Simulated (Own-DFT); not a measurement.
Simulation results for WC (WC crystal, atoms displaced)

All values are calculated (Own-DFT development build). A calculation, not a measurement: plane-wave density functional theory by an unreviewed code, no spin, of a simulated periodic cell, stress positive in tension, run twice, with PBE and with PBEsol, both on files made for PBE, so the change isn't that of files made for PBEsol, forces on such cells moved up to 12 meV/angstrom on a denser k mesh; the far tail of each file's local potential was reset to the Coulomb form; each entry is a single point on an unrelaxed cell, so the pressure reflects the starting lattice, taken from the Materials Project, from which strain is counted, and rises with the displacements; printed positions are rounded, which can move forces by about a meV/angstrom; the program, named Own-DFT, is a retired in-house code; no spin-orbit coupling; stress was not checked against mesh or cutoff.

```yaml
- formula: WC
  kind: "WC crystal, atoms displaced"
  structure:
    cell_angstrom:
      - [5.8332, -5.0517, -2.8394]
      - [0.0, -5.0517, 8.5183]
      - [-5.8332, -5.0517, -2.8394]
    atoms_fractional:
      - [W, 0.70138, 0.8932, 0.92675]
      - [C, 0.70922, 0.95249, 0.70648]
      - [W, 0.3714, 0.74648, 0.86773]
      - [C, 0.36255, 0.82145, 0.62064]
      - [W, 0.20783, 0.37674, 0.94717]
      - [C, 0.20175, 0.46681, 0.68367]
      - [W, 0.06942, 0.6272, 0.81622]
      - [C, 0.06616, 0.69032, 0.55078]
      - [W, 0.94202, 0.87185, 0.70057]
      - [C, 0.90952, 0.96827, 0.4444]
      - [W, 0.90258, 0.23699, 0.86396]
      - [C, 0.8579, 0.33284, 0.63134]
      - [W, 0.73458, 0.50549, 0.75878]
      - [C, 0.75457, 0.59004, 0.47289]
      - [W, 0.62765, 0.76129, 0.62739]
      - [C, 0.617, 0.82946, 0.36489]
      - [W, 0.56674, 0.10907, 0.79348]
      - [C, 0.56823, 0.20828, 0.57587]
      - [W, 0.44251, 0.38318, 0.66666]
      - [C, 0.43149, 0.45685, 0.4246]
      - [W, 0.33468, 0.63325, 0.54827]
      - [C, 0.30781, 0.7045, 0.31299]
      - [W, 0.18508, 0.86287, 0.4603]
      - [C, 0.17475, 0.95922, 0.18629]
      - [W, 0.25098, 0.9954, 0.74104]
      - [C, 0.25737, 0.07254, 0.51882]
      - [W, 0.13174, 0.23868, 0.63433]
      - [C, 0.12615, 0.33999, 0.35178]
      - [W, 0.9813, 0.48891, 0.49875]
      - [C, 0.01521, 0.58783, 0.2402]
      - [W, 0.89813, 0.74134, 0.36564]
      - [C, 0.87081, 0.83144, 0.12899]
      - [W, 0.80226, 0.12189, 0.57047]
      - [C, 0.82809, 0.20025, 0.31254]
      - [W, 0.69952, 0.37432, 0.44349]
      - [C, 0.68884, 0.46633, 0.17449]
      - [W, 0.54191, 0.61421, 0.3098]
      - [C, 0.56821, 0.71585, 0.04862]
      - [W, 0.43057, 0.8829, 0.1941]
      - [C, 0.4194, 0.96747, 0.92334]
      - [W, 0.50651, 0.02181, 0.51476]
      - [C, 0.50733, 0.08737, 0.27559]
      - [W, 0.37882, 0.25787, 0.37166]
      - [C, 0.36405, 0.34111, 0.11556]
      - [W, 0.24907, 0.49611, 0.25565]
      - [C, 0.23266, 0.57644, 0.98962]
      - [W, 0.13028, 0.74254, 0.12417]
      - [C, 0.13236, 0.8427, 0.85205]
      - [W, 0.0452, 0.13085, 0.3432]
      - [C, 0.05808, 0.19961, 0.06244]
      - [W, 0.9507, 0.36242, 0.18944]
      - [C, 0.94885, 0.44658, 0.92325]
      - [W, 0.8135, 0.61842, 0.07072]
      - [C, 0.81359, 0.70341, 0.81793]
      - [W, 0.73608, 0.0017, 0.24688]
      - [C, 0.75248, 0.0929, 0.00203]
      - [W, 0.59846, 0.26606, 0.13477]
      - [C, 0.62296, 0.32822, 0.87203]
      - [W, 0.48759, 0.49764, 0.98007]
      - [C, 0.49531, 0.60381, 0.76221]
      - [W, 0.30023, 0.12132, 0.07084]
      - [C, 0.30501, 0.21321, 0.77328]
      - [W, 0.02328, 0.00286, 0.98529]
      - [C, 0.01138, 0.07576, 0.77332]
  settings:
    functional: "PBE, then PBEsol"
    potential_files: "PseudoDojo norm-conserving, scalar-relativistic, standard set"
    "wave_cutoff [hartree]": 50.0
    occupations: "cold (Marzari-Vanderbilt)"
    "smearing_width [eV]": 0.2
    k_mesh: "4 x 4 x 4 centred on Gamma"
  results:
    "PBE_pressure [GPa]": 17.89
    "PBE_stress_xx [GPa]": -15.85
    "PBE_stress_yy [GPa]": -18.56
    "PBE_stress_zz [GPa]": -19.27
    "PBE_stress_yz [GPa]": -4.35
    "PBE_stress_xz [GPa]": -1.43
    "PBE_stress_xy [GPa]": 0.13
    "PBEsol_pressure [GPa]": 9.78
    "PBEsol_stress_xx [GPa]": -7.93
    "PBEsol_stress_yy [GPa]": -10.55
    "PBEsol_stress_zz [GPa]": -10.87
    "PBEsol_stress_yz [GPa]": -4.33
    "PBEsol_stress_xz [GPa]": -1.42
    "PBEsol_stress_xy [GPa]": 0.11
    force_element: [W, C, W, C, W, C, W, C, W, C, W, C, W, C, W, C, W, C, W, C, W, C, W, C, W, C, W, C, W, C, W, C, W, C, W, C, W, C, W, C, W, C, W, C, W, C, W, C, W, C, W, C, W, C, W, C, W, C, W, C, W, C, W, C]
    "PBE_force_x [eV/angstrom]": [-6.477, 1.759, -2.019, 0.974, -0.157, -0.779, 0.336, -1.149, 2.589, 1.765, -6.694, 1.364, 3.575, -2.412, 1.419, -0.527, -6.44, 1.508, -3.562, 0.13, -6.29, 0.902, 3.45, -0.275, -0.634, 1.551, 0.587, -2.681, 3.205, -2.008, -4.613, 1.433, 2.623, -3.555, -0.49, -1.573, 6.422, -1.572, 1.156, -0.011, 1.696, 0.815, -1.969, -0.499, 1.327, 0.922, 0.311, -2.322, 7.189, 0.509, -0.664, -1.409, 2.329, 0.273, 1.682, -0.05, 5.83, -0.095, -0.559, 4.164, 2.128, -0.57, -8.739, 4.874]
    "PBE_force_y [eV/angstrom]": [0.114, 3.224, -3.04, -4.271, 9.18, 1.199, 4.186, -1.62, 3.343, -0.21, -0.359, -1.292, -0.55, -0.024, 1.543, -1.35, -6.823, 0.481, -0.79, -1.775, 2.938, -0.053, 2.641, -1.96, -2.747, 2.086, 2.914, -1.977, -4.281, 1.713, 0.743, -0.105, -2.033, 1.677, 3.139, 0.851, -3.95, -0.085, 1.913, -2.002, 7.517, 2.35, 1.403, -2.22, 1.315, -3.931, -1.089, -0.232, 1.069, -2.152, 2.734, -1.13, 0.827, -0.603, -1.68, 0.133, -0.09, 0.254, -5.232, 2.41, -2.007, -6.162, 0.447, 3.48]
    "PBE_force_z [eV/angstrom]": [-7.119, 3.755, 1.916, 0.709, 3.094, -0.182, 0.113, 0.22, 0.955, -2.852, 5.594, -0.673, -2.171, -0.85, -1.71, -0.039, 4.008, 3.267, -2.593, -1.301, -3.308, 1.563, 5.509, -1.636, -0.542, 3.381, 6.714, -3.137, -0.532, -1.691, 3.984, 0.023, 0.109, 3.521, 2.125, -2.052, 2.288, -0.431, -1.54, -2.98, -4.923, 2.232, -2.092, -3.729, 3.063, -0.123, 3.024, -4.103, -4.209, 0.188, 4.961, 0.716, 2.906, 0.72, -1.688, -0.207, -4.461, 0.412, -0.864, -1.947, -0.023, -4.458, -3.894, 2.989]
    "PBEsol_force_x [eV/angstrom]": [-6.369, 1.741, -1.984, 0.943, -0.172, -0.773, 0.333, -1.115, 2.537, 1.733, -6.591, 1.345, 3.527, -2.365, 1.35, -0.525, -6.3, 1.494, -3.527, 0.127, -6.213, 0.877, 3.406, -0.231, -0.639, 1.509, 0.568, -2.64, 3.189, -1.987, -4.543, 1.411, 2.57, -3.531, -0.503, -1.57, 6.318, -1.547, 1.135, -0.016, 1.666, 0.795, -1.925, -0.498, 1.323, 0.917, 0.282, -2.281, 7.121, 0.518, -0.663, -1.386, 2.32, 0.265, 1.64, -0.027, 5.726, -0.093, -0.551, 4.119, 2.085, -0.543, -8.613, 4.831]
    "PBEsol_force_y [eV/angstrom]": [0.121, 3.18, -2.955, -4.215, 9.075, 1.165, 4.111, -1.608, 3.272, -0.219, -0.348, -1.262, -0.533, -0.011, 1.522, -1.327, -6.696, 0.484, -0.777, -1.754, 2.897, -0.06, 2.605, -1.937, -2.71, 2.033, 2.916, -1.94, -4.206, 1.677, 0.742, -0.094, -1.996, 1.643, 3.095, 0.85, -3.909, -0.073, 1.892, -1.965, 7.384, 2.307, 1.361, -2.213, 1.306, -3.881, -1.069, -0.222, 1.058, -2.13, 2.674, -1.133, 0.809, -0.596, -1.69, 0.15, -0.104, 0.249, -5.159, 2.371, -1.961, -6.077, 0.456, 3.426]
    "PBEsol_force_z [eV/angstrom]": [-7.026, 3.723, 1.904, 0.69, 3.084, -0.18, 0.108, 0.224, 0.956, -2.795, 5.5, -0.661, -2.158, -0.848, -1.711, -0.026, 3.944, 3.223, -2.576, -1.286, -3.258, 1.545, 5.397, -1.616, -0.535, 3.344, 6.601, -3.089, -0.48, -1.662, 3.91, 0.006, 0.123, 3.47, 2.1, -2.018, 2.254, -0.435, -1.521, -2.934, -4.848, 2.204, -2.062, -3.693, 3.015, -0.119, 2.956, -4.049, -4.121, 0.183, 4.878, 0.709, 2.882, 0.72, -1.666, -0.215, -4.411, 0.433, -0.869, -1.926, -0.033, -4.402, -3.813, 2.955]
    "rms_change_of_force_components_from_PBE_to_PBEsol [eV/angstrom]": 0.046
```
